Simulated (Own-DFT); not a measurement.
## Calculated data, GaP (zincblende, atoms displaced)

All values are calculated (Own-DFT development build). A calculation, not a measurement: plane-wave PBE density functional theory by an unreviewed code, no spin, of a simulated periodic cell, stress positive in tension, free energy of the whole cell less one offset for each atom, forces on such cells passed a denser k mesh, this cell's mesh not checked; offsets are fitted by least squares, one for each functional and potential file, so energies compare only between cells with the same atoms and settings and are not formation energies; the far tail of each file's local potential was reset to the Coulomb form; each entry is a single point on an unrelaxed cell, so the pressure reflects the starting lattice, mostly measured values (interpolated for alloys), from which strain is counted, and rises with the displacements; printed positions are rounded, which can move forces by about a meV/angstrom; the program, named Own-DFT, is a retired in-house code; no spin-orbit coupling.

Settings shared by all entries: functional PBE; potential files PseudoDojo norm-conserving, scalar-relativistic, standard set; wave cutoff 42 hartree; occupations Fermi-Dirac; smearing width 0.1 eV; hardware one NVIDIA H100; k mesh 3 x 3 x 3 centred on Gamma.

(1) GaP (zincblende, atoms displaced)

```
cell vectors (Å)
  10.9010     0.0000     0.0000
   0.0000    10.9010     0.0000
   0.0000     0.0000    10.9010
atoms (fractions of the cell vectors)
Ga  0.99774  0.99800  0.99928
Ga  0.00026  0.24803  0.24726
Ga  0.25400  0.99706  0.25036
Ga  0.24848  0.25011  0.00316
P   0.12338  0.12625  0.12338
P   0.12587  0.37699  0.37792
P   0.37356  0.12429  0.37253
P   0.37370  0.37697  0.12415
Ga  0.99945  0.99790  0.50167
Ga  0.00211  0.25243  0.74847
Ga  0.25171  0.99917  0.74534
Ga  0.24884  0.24899  0.49933
P   0.12396  0.12836  0.62579
P   0.12611  0.37467  0.87623
P   0.37261  0.12163  0.87518
P   0.37651  0.37638  0.62464
Ga  0.00052  0.50161  0.99800
Ga  0.00076  0.75496  0.25056
Ga  0.24922  0.50028  0.25100
Ga  0.24670  0.74900  0.99655
P   0.12527  0.62466  0.12307
P   0.12400  0.87486  0.37147
P   0.37526  0.62414  0.37184
P   0.37331  0.87179  0.12184
Ga  0.00036  0.50179  0.50150
Ga  0.99974  0.74982  0.74964
Ga  0.25089  0.49883  0.75167
Ga  0.24924  0.74958  0.49949
P   0.12676  0.62194  0.62260
P   0.12488  0.87457  0.87587
P   0.37363  0.62269  0.87414
P   0.37315  0.87096  0.62736
Ga  0.49992  0.00176  0.00198
Ga  0.49670  0.25108  0.24891
Ga  0.74956  0.99747  0.24822
Ga  0.74954  0.25180  0.00029
P   0.62587  0.12674  0.12641
P   0.62829  0.37183  0.37619
P   0.87687  0.12290  0.37327
P   0.87431  0.37652  0.12625
Ga  0.49882  0.00181  0.50115
Ga  0.49828  0.24854  0.75081
Ga  0.74888  0.99987  0.75121
Ga  0.75126  0.24884  0.49721
P   0.62683  0.12298  0.62400
P   0.62166  0.37230  0.87695
P   0.87289  0.12018  0.87327
P   0.87570  0.37695  0.62416
Ga  0.49791  0.49839  0.99978
Ga  0.49928  0.74985  0.24757
Ga  0.75151  0.49864  0.25086
Ga  0.74878  0.74855  0.99568
P   0.62691  0.62307  0.12448
P   0.62325  0.87280  0.37743
P   0.87935  0.62544  0.37453
P   0.87680  0.87336  0.12270
Ga  0.50018  0.50051  0.50018
Ga  0.49844  0.74800  0.74884
Ga  0.74850  0.50164  0.75114
Ga  0.74844  0.74952  0.49973
P   0.62428  0.62493  0.62831
P   0.62427  0.87590  0.87462
P   0.87322  0.62568  0.87309
P   0.87572  0.87240  0.62323
```

Results for GaP (zincblende, atoms displaced): free energy of cell above offsets -35.781 eV; pressure 2.7 GPa; stress xx -2.71 GPa; stress yy -2.69 GPa; stress zz -2.7 GPa; stress yz 0.11 GPa; stress xz -0.2 GPa; stress xy -0.01 GPa; wall time 515.8 s.

Force:
```
element  x (eV/Å)  y (eV/Å)  z (eV/Å)
     Ga     0.244      0.23    -0.045
     Ga     0.055     0.393     0.391
     Ga    -0.475     0.164    -0.412
     Ga     0.183    -0.103    -0.335
      P     0.238    -0.591     0.179
      P    -0.287    -0.313    -0.428
      P     0.132     0.087     0.347
      P     -0.08    -0.187     0.208
     Ga     0.158     0.221    -0.179
     Ga     -0.46    -0.113     0.381
     Ga    -0.443     0.049     0.432
     Ga     0.225     0.209     0.053
      P     0.153    -0.562    -0.225
      P    -0.109     0.019     -0.06
      P     0.052     0.347     0.058
      P    -0.184    -0.355    -0.002
     Ga    -0.205    -0.108      0.13
     Ga    -0.053    -0.667    -0.384
     Ga    -0.128    -0.029    -0.131
     Ga     0.237    -0.168     0.126
      P    -0.156     0.153     0.319
      P     0.393     0.263     0.635
      P     0.079     0.153     0.331
      P     0.175     0.167     0.026
     Ga    -0.026    -0.169    -0.172
     Ga     0.245    -0.138     -0.14
     Ga    -0.119     -0.09    -0.294
     Ga    -0.005    -0.114     -0.28
      P    -0.039     0.365     0.529
      P    -0.083     0.219    -0.467
      P     0.159     0.265     0.148
      P     0.221     0.335    -0.586
     Ga     0.047    -0.129    -0.057
     Ga     0.324     0.054     0.076
     Ga     0.016    -0.035     0.195
     Ga      0.21     -0.25    -0.054
      P    -0.163    -0.116    -0.027
      P    -0.567     0.396    -0.208
      P    -0.114    -0.049     0.046
      P     0.286    -0.151    -0.353
     Ga    -0.084    -0.298    -0.015
     Ga     0.052     -0.16    -0.148
     Ga     0.075    -0.361    -0.407
     Ga     0.278    -0.184     0.318
      P    -0.175     0.339     0.122
      P     0.279     0.263    -0.292
      P     0.324      0.84      0.15
      P    -0.279    -0.153     0.106
     Ga     0.218     0.233     0.039
     Ga     0.168    -0.089     0.025
     Ga    -0.034     0.211     0.169
     Ga     0.014     0.134     0.358
      P    -0.189      0.07    -0.044
      P    -0.058     0.254    -0.368
      P    -0.472     0.112    -0.012
      P    -0.511    -0.055     0.055
     Ga     0.194    -0.038    -0.169
     Ga     0.106     0.093     0.438
     Ga     -0.04    -0.495     0.053
     Ga     0.212    -0.292         0
      P     0.033         0    -0.489
      P    -0.275    -0.145         0
      P     0.284    -0.137     0.046
      P    -0.256     0.207     0.295
```

(2) GaP (zincblende, atoms displaced)

```
cell vectors (Å)
  10.9010     0.0000     0.0000
   0.0000    10.9010     0.0000
   0.0000     0.0000    10.9010
atoms (fractions of the cell vectors)
Ga  0.00187  0.99816  0.99821
Ga  0.99950  0.24851  0.24692
Ga  0.24911  0.00172  0.25100
Ga  0.24978  0.25300  0.99951
P   0.12439  0.12544  0.12369
P   0.12684  0.37570  0.37600
P   0.37245  0.12797  0.37118
P   0.37551  0.37442  0.12329
Ga  0.00032  0.99866  0.50372
Ga  0.99916  0.24820  0.74698
Ga  0.24992  0.00109  0.75180
Ga  0.25135  0.25092  0.49763
P   0.12474  0.12442  0.62342
P   0.12633  0.37685  0.87404
P   0.37765  0.12529  0.87170
P   0.37623  0.37753  0.62622
Ga  0.99717  0.50167  0.99830
Ga  0.99906  0.74849  0.25018
Ga  0.24675  0.50130  0.25047
Ga  0.25036  0.75033  0.99834
P   0.12069  0.62503  0.12273
P   0.12338  0.87500  0.37453
P   0.37501  0.62384  0.38008
P   0.37730  0.87449  0.12480
Ga  0.99850  0.50082  0.50047
Ga  0.00225  0.74951  0.75305
Ga  0.24974  0.50175  0.74993
Ga  0.24775  0.74852  0.50008
P   0.12399  0.62755  0.62403
P   0.12527  0.87470  0.87347
P   0.37462  0.62288  0.87393
P   0.37312  0.87284  0.62534
Ga  0.50109  0.00252  0.00007
Ga  0.49837  0.24945  0.25206
Ga  0.75152  0.99765  0.25085
Ga  0.74892  0.24763  0.99823
P   0.62838  0.12558  0.12387
P   0.62549  0.37628  0.37521
P   0.87593  0.12729  0.37648
P   0.87145  0.37482  0.12703
Ga  0.49992  0.99828  0.49994
Ga  0.50055  0.25257  0.74593
Ga  0.74818  0.00027  0.74770
Ga  0.75223  0.24933  0.50000
P   0.62273  0.12795  0.62336
P   0.62858  0.37697  0.87099
P   0.87655  0.12347  0.87623
P   0.87541  0.37313  0.62532
Ga  0.49983  0.49788  0.99889
Ga  0.49877  0.75213  0.25188
Ga  0.74956  0.50066  0.25133
Ga  0.74631  0.74947  0.99749
P   0.62671  0.62457  0.12831
P   0.62669  0.87422  0.37628
P   0.87626  0.62521  0.37386
P   0.87257  0.87414  0.12814
Ga  0.50209  0.50024  0.49989
Ga  0.50022  0.75158  0.75259
Ga  0.74727  0.50238  0.75061
Ga  0.75095  0.74934  0.49795
P   0.62325  0.62393  0.62524
P   0.62401  0.87731  0.87434
P   0.87217  0.62747  0.87449
P   0.87410  0.87726  0.62434
```

The calculation gives: free energy of cell above offsets -35.784 eV; pressure 2.7 GPa; stress xx -2.71 GPa; stress yy -2.71 GPa; stress zz -2.69 GPa; stress yz 0.09 GPa; stress xz 0.11 GPa; stress xy -0.01 GPa; wall time 517.4 s.

Force:
```
element  x (eV/Å)  y (eV/Å)  z (eV/Å)
     Ga    -0.278    -0.082     0.404
     Ga     0.054     0.306     0.329
     Ga    -0.057    -0.275    -0.315
     Ga     0.117    -0.357    -0.172
      P     0.164    -0.101    -0.154
      P    -0.492    -0.086    -0.197
      P     0.347    -0.547     0.573
      P    -0.093     0.181      0.37
     Ga    -0.075     0.179    -0.482
     Ga     0.217     0.103      0.39
     Ga     0.076    -0.023    -0.346
     Ga    -0.026       0.1     0.414
      P      0.35     0.114     0.108
      P    -0.447    -0.132    -0.101
      P    -0.206     0.292     0.357
      P    -0.286    -0.105    -0.347
     Ga    -0.142    -0.367     0.057
     Ga     0.069     0.232    -0.118
     Ga     0.359      0.05     -0.17
     Ga     0.027    -0.132     0.197
      P     0.442     0.131     0.101
      P     0.113    -0.015     0.048
      P    -0.099     0.147     -0.65
      P    -0.363     0.256    -0.026
     Ga     0.138    -0.168     0.011
     Ga    -0.446     0.144    -0.423
     Ga    -0.109    -0.035    -0.218
     Ga     0.122     0.285    -0.104
      P    -0.104    -0.363     0.233
      P     0.181     0.065      0.23
      P      0.15     0.297     0.207
      P      0.05     0.225     0.008
     Ga    -0.056    -0.031     0.052
     Ga     0.413     0.217    -0.462
     Ga    -0.069     0.451     0.168
     Ga     0.245     0.374    -0.044
      P    -0.427    -0.119     0.421
      P    -0.011    -0.256     0.064
      P     0.111    -0.482    -0.172
      P     0.263     0.008    -0.417
     Ga    -0.255     0.196     -0.07
     Ga     0.028     0.023     0.348
     Ga     0.075     0.263     0.106
     Ga    -0.267     0.184    -0.058
      P     0.227     -0.32    -0.087
      P    -0.472     -0.43     0.477
      P    -0.158         0    -0.331
      P    -0.201     0.465      0.08
     Ga     0.285      0.17     0.118
     Ga     0.095     -0.38     0.094
     Ga     0.083    -0.065     0.027
     Ga     0.113     0.214     0.433
      P    -0.504     0.085    -0.391
      P    -0.222     0.155    -0.118
      P    -0.154    -0.147     0.195
      P     0.321    -0.126    -0.652
     Ga    -0.123    -0.164     0.092
     Ga    -0.118    -0.175    -0.239
     Ga     0.522    -0.048    -0.409
     Ga     0.008    -0.107     0.366
      P     0.223     0.461    -0.046
      P     0.049    -0.058     0.047
      P     0.183    -0.143    -0.069
      P     0.042    -0.538     0.264
```

(3) GaP (zincblende, atoms displaced)

```
cell vectors (Å)
  10.9010     0.0000     0.0000
   0.0000    10.9010     0.0000
   0.0000     0.0000    10.9010
atoms (fractions of the cell vectors)
Ga  0.99578  0.00046  0.00090
Ga  0.99972  0.25067  0.24976
Ga  0.25210  0.99884  0.24753
Ga  0.25026  0.24794  0.99665
P   0.12640  0.12281  0.12542
P   0.12569  0.37692  0.37539
P   0.37505  0.12207  0.37980
P   0.37530  0.37837  0.12457
Ga  0.00266  0.99798  0.50176
Ga  0.99902  0.25155  0.74929
Ga  0.25144  0.00150  0.75087
Ga  0.25187  0.24926  0.50044
P   0.12420  0.12513  0.62680
P   0.12490  0.37466  0.87652
P   0.37267  0.12158  0.87809
P   0.37504  0.37642  0.62120
Ga  0.99983  0.49672  0.00028
Ga  0.99954  0.75062  0.25054
Ga  0.25022  0.50098  0.24909
Ga  0.24925  0.74742  0.99929
P   0.12658  0.62407  0.12580
P   0.12547  0.87752  0.37349
P   0.37506  0.62306  0.37664
P   0.37724  0.87320  0.12553
Ga  0.99814  0.49928  0.49989
Ga  0.00327  0.74988  0.74963
Ga  0.25196  0.49940  0.74885
Ga  0.25012  0.74910  0.50110
P   0.12329  0.62414  0.62620
P   0.12485  0.87818  0.87663
P   0.37269  0.62165  0.87317
P   0.37417  0.87461  0.62377
Ga  0.50067  0.99917  0.00119
Ga  0.50094  0.24988  0.25159
Ga  0.74933  0.99850  0.24982
Ga  0.74978  0.25272  0.99768
P   0.62952  0.12487  0.12454
P   0.62739  0.37248  0.37606
P   0.87545  0.12631  0.37425
P   0.87778  0.37584  0.12241
Ga  0.50275  0.99997  0.50173
Ga  0.50150  0.25122  0.75438
Ga  0.75037  0.99841  0.75152
Ga  0.74825  0.25175  0.50124
P   0.62396  0.12720  0.62454
P   0.62738  0.37323  0.87255
P   0.87529  0.12665  0.87627
P   0.87453  0.37542  0.62558
Ga  0.49913  0.49916  0.00103
Ga  0.49757  0.74924  0.24967
Ga  0.74944  0.49992  0.24949
Ga  0.74919  0.74850  0.99672
P   0.62725  0.62480  0.12573
P   0.62444  0.87430  0.37678
P   0.87519  0.62854  0.37603
P   0.87462  0.87405  0.12320
Ga  0.50191  0.49562  0.49799
Ga  0.49841  0.74938  0.75102
Ga  0.75041  0.50372  0.74895
Ga  0.74720  0.75145  0.50074
P   0.62360  0.62766  0.62613
P   0.62462  0.87340  0.87647
P   0.87161  0.62838  0.87547
P   0.87532  0.87326  0.62653
```

The calculation gives: free energy of cell above offsets -35.786 eV; pressure 2.7 GPa; stress xx -2.7 GPa; stress yy -2.69 GPa; stress zz -2.7 GPa; stress yz 0.05 GPa; stress xz 0.1 GPa; stress xy 0.13 GPa; wall time 513.7 s.

Force:
```
element  x (eV/Å)  y (eV/Å)  z (eV/Å)
     Ga     0.377     0.076     0.028
     Ga     0.254    -0.058         0
     Ga     0.043     0.105     0.261
     Ga    -0.105     0.219     0.604
      P     -0.17     0.282    -0.103
      P    -0.007    -0.249    -0.051
      P     0.118     0.171    -0.638
      P    -0.092     -0.73     0.095
     Ga    -0.369      0.25    -0.128
     Ga     0.101    -0.107     0.163
     Ga    -0.219    -0.262    -0.191
     Ga    -0.392     0.007    -0.022
      P     0.179     0.128    -0.084
      P     0.121     0.011     -0.44
      P     0.624     0.329    -0.322
      P     0.182     -0.36     0.624
     Ga     0.066      0.72    -0.196
     Ga     0.169      0.06    -0.145
     Ga     0.022    -0.047     0.213
     Ga     0.031     0.252    -0.019
      P    -0.409     0.092    -0.108
      P     0.158    -0.397     0.107
      P     0.063     0.072    -0.094
      P    -0.253     -0.01    -0.271
     Ga     0.085      0.15    -0.046
     Ga    -0.235     0.135     0.303
     Ga    -0.398    -0.196    -0.128
     Ga    -0.231     0.022    -0.186
      P     0.228    -0.108    -0.164
      P     0.025     -0.27    -0.056
      P     0.363     0.303     0.281
      P      0.14     0.108     0.276
     Ga     0.164     0.058     0.129
     Ga    -0.198    -0.218    -0.156
     Ga     0.244    -0.004     0.157
     Ga     0.215    -0.202     0.254
      P    -0.505     0.165     -0.01
      P    -0.093     0.304    -0.333
      P    -0.072    -0.224     0.299
      P    -0.493    -0.182     0.403
     Ga    -0.152    -0.103     0.048
     Ga    -0.533    -0.265    -0.434
     Ga    -0.035     0.243    -0.117
     Ga     0.435    -0.351    -0.009
      P     0.172    -0.247     0.422
      P    -0.197     0.673     0.289
      P     -0.13     -0.07    -0.249
      P    -0.114     0.117    -0.029
     Ga     0.372      0.12    -0.251
     Ga     0.323    -0.175     0.259
     Ga     0.376     -0.01     0.135
     Ga    -0.062     0.236     0.548
      P    -0.382     0.056    -0.153
      P    -0.105     0.079    -0.349
      P    -0.234     -0.37    -0.032
      P    -0.202    -0.145     0.168
     Ga     0.095     0.522     0.131
     Ga    -0.141     0.113     0.011
     Ga    -0.039    -0.126    -0.012
     Ga     0.284    -0.075     0.092
      P    -0.096    -0.405    -0.263
      P    -0.189     0.174    -0.222
      P     0.804    -0.532    -0.158
      P     0.017     0.145    -0.129
```

(4) GaP (zincblende, atoms displaced)

```
cell vectors (Å)
  10.9010     0.0000     0.0000
   0.0000    10.9010     0.0000
   0.0000     0.0000    10.9010
atoms (fractions of the cell vectors)
Ga  0.00270  0.00328  0.99757
Ga  0.00066  0.24742  0.25166
Ga  0.24856  0.00308  0.25127
Ga  0.25071  0.25053  0.00072
P   0.12451  0.12402  0.12645
P   0.12621  0.37621  0.37568
P   0.37843  0.12509  0.37551
P   0.37621  0.37802  0.12356
Ga  0.00150  0.00083  0.49997
Ga  0.00167  0.24747  0.75047
Ga  0.25129  0.00098  0.75039
Ga  0.25199  0.24639  0.49926
P   0.12855  0.12293  0.62756
P   0.12269  0.37226  0.87280
P   0.37518  0.12598  0.87368
P   0.37340  0.37971  0.62719
Ga  0.99839  0.49964  0.00024
Ga  0.00007  0.75159  0.25147
Ga  0.25038  0.49825  0.25069
Ga  0.25420  0.74889  0.99695
P   0.12756  0.62499  0.12356
P   0.12700  0.87307  0.37502
P   0.37653  0.62528  0.37131
P   0.37426  0.87647  0.12632
Ga  0.99739  0.50051  0.49794
Ga  0.99850  0.74705  0.75101
Ga  0.25333  0.49746  0.75153
Ga  0.24732  0.74850  0.50256
P   0.12202  0.62631  0.62565
P   0.12285  0.87175  0.87171
P   0.37628  0.62468  0.87605
P   0.37607  0.87292  0.62358
Ga  0.50123  0.99932  0.00077
Ga  0.50310  0.25011  0.24987
Ga  0.75414  0.00020  0.24830
Ga  0.74957  0.25247  0.99796
P   0.62702  0.12377  0.12592
P   0.62137  0.37369  0.37475
P   0.87488  0.12502  0.37230
P   0.87511  0.37260  0.12344
Ga  0.49995  0.99959  0.50106
Ga  0.50192  0.25188  0.74817
Ga  0.74672  0.99806  0.75321
Ga  0.74942  0.25022  0.50169
P   0.62426  0.12773  0.62442
P   0.62731  0.37420  0.87371
P   0.87397  0.12131  0.87713
P   0.87597  0.37200  0.62621
Ga  0.49760  0.50050  0.00129
Ga  0.49652  0.75165  0.25114
Ga  0.75154  0.49951  0.25002
Ga  0.75120  0.74913  0.99900
P   0.62768  0.62585  0.12733
P   0.62618  0.87808  0.37618
P   0.87553  0.62135  0.37562
P   0.87299  0.87519  0.12481
Ga  0.50136  0.50000  0.50076
Ga  0.49939  0.75071  0.75262
Ga  0.74989  0.49927  0.74742
Ga  0.74839  0.74503  0.49718
P   0.62551  0.62215  0.62371
P   0.62298  0.87641  0.87814
P   0.87441  0.62642  0.87507
P   0.87538  0.87304  0.62635
```

Results for GaP (zincblende, atoms displaced): free energy of cell above offsets -35.696 eV; pressure 2.72 GPa; stress xx -2.72 GPa; stress yy -2.71 GPa; stress zz -2.73 GPa; stress yz -0.03 GPa; stress xz 0 GPa; stress xy -0.02 GPa; wall time 522.1 s.

Force:
```
element  x (eV/Å)  y (eV/Å)  z (eV/Å)
     Ga    -0.105    -0.678     0.271
     Ga     0.045     0.431    -0.151
     Ga     0.223    -0.292     0.065
     Ga    -0.083    -0.007    -0.049
      P     0.184     0.267      -0.2
      P    -0.099    -0.369     0.062
      P    -0.193    -0.015    -0.181
      P     -0.14    -0.609     0.318
     Ga    -0.111    -0.188     0.059
     Ga    -0.293    -0.274    -0.035
     Ga     0.098     -0.52     0.098
     Ga    -0.057     0.444     0.224
      P    -0.316     0.203    -0.424
      P     0.277     0.345     0.389
      P     0.232     -0.01     0.213
      P     0.355    -0.707     -0.54
     Ga     0.219     0.042     -0.04
     Ga    -0.006    -0.255    -0.303
     Ga    -0.014     0.244     -0.17
     Ga    -0.463     0.341     0.306
      P    -0.238     0.023     0.104
      P    -0.156     0.333     0.116
      P    -0.338    -0.149     0.721
      P    -0.101     0.059    -0.204
     Ga     0.352      -0.3     0.468
     Ga    -0.074      0.25    -0.189
     Ga    -0.747     0.484     0.093
     Ga     0.356    -0.136    -0.307
      P     0.287    -0.598     0.109
      P     0.449     0.329     0.354
      P     0.042     -0.13    -0.257
      P    -0.141     0.149     0.246
     Ga    -0.345     0.329     0.184
     Ga     -0.32    -0.087    -0.324
     Ga    -0.408    -0.098     0.164
     Ga     0.054     -0.44     0.194
      P    -0.034     0.226    -0.218
      P     0.644     0.225      0.16
      P     0.041     0.026     0.613
      P     0.087     0.123     0.302
     Ga      0.16     0.003     0.059
     Ga    -0.287     0.069     0.123
     Ga     0.213     0.089    -0.446
     Ga      0.07     0.013    -0.378
      P     0.087    -0.485     0.172
      P    -0.415     0.375     0.112
      P    -0.022     0.494    -0.349
      P     0.101     0.182    -0.158
     Ga     0.773     0.104    -0.105
     Ga      0.61      0.18     -0.13
     Ga    -0.167    -0.302    -0.032
     Ga    -0.219     0.113     0.188
      P    -0.397     0.021    -0.187
      P    -0.006    -0.307    -0.231
      P    -0.067     0.424    -0.357
      P     0.606    -0.043    -0.239
     Ga    -0.369     0.057    -0.229
     Ga      0.23    -0.118    -0.309
     Ga     0.199     0.007     0.224
     Ga     0.169     0.497     0.241
      P    -0.158       0.4     0.302
      P     0.151     -0.43    -0.188
      P    -0.104    -0.453    -0.076
      P     -0.32     0.099    -0.248
```
